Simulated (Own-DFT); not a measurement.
# Same atoms, different arrangement: As32Ga32, 64 atoms

All numbers below are calculated, not measured. They come from Own-DFT, an in-house plane-wave density functional program, since retired, whose code no person has reviewed. Each row is one single-point run on a periodic cell that was not relaxed, without spin or spin-orbit coupling.

Settings of every run: PBE; PseudoDojo norm-conserving scalar-relativistic files; cutoff 42 hartree; 3 x 3 x 3 k mesh centred on Gamma; Fermi-Dirac smearing of 0.1 eV.

Known limits, some of them of some rows only: not probed for a lower state with spin; forces on such cells failed a check on a denser k mesh; forces not confirmed at this smearing and k mesh; stress not checked against mesh or cutoff.

All cells hold the same atoms in the same cell, with vectors in Å (11.307, 0.000, 0.000); (0.000, 11.307, 0.000); (0.000, 0.000, 11.307). Every atom was moved at random from its ideal site; u is the rms move along one axis. The defect's site can differ from row to row. E is the free energy of the cell above the lowest run. The arrangements:

- A: zincblende GaAs
- B: zincblende GaAs, with one As on a Ga site and one Ga on an As site, 2.4 Å apart

| arrangement | u (Å) | E (eV) | P (GPa) |
|---|---|---|---|
| A | 0.0202 | 0.004 | 3.52 |
| A | 0.0205 | 0.004 | 3.51 |
| A | 0.0211 | 0.000 | 3.51 |
| A | 0.0458 | 2.111 | 3.98 |
| A | 0.0509 | 2.025 | 3.93 |
| A | 0.0510 | 2.443 | 4.06 |
| B | 0.0288 | 2.839 | 3.88 |
| B | 0.0293 | 3.118 | 3.95 |
| B | 0.0300 | 2.939 | 3.91 |
| B | 0.0468 | 4.181 | 4.18 |
| B | 0.0492 | 4.350 | 4.22 |
| B | 0.0506 | 4.377 | 4.18 |

Question: once the cost of the random moves is taken out, how do the arrangements rank?

## Worked answer

Fit E = a + b u², with one b for all and one a for each arrangement, and with residuals divided by u², since the noise grows with the moves. Then b = 1020 eV/Å², the scatter at u = 0.04 Å is 0.19 eV, and against A:

- B: 2.48 ± 0.07 eV (higher)

These are energies of unrelaxed cells. Relaxing the atoms lowers the strained arrangements most, so the gaps would shrink and small ones could change sign.
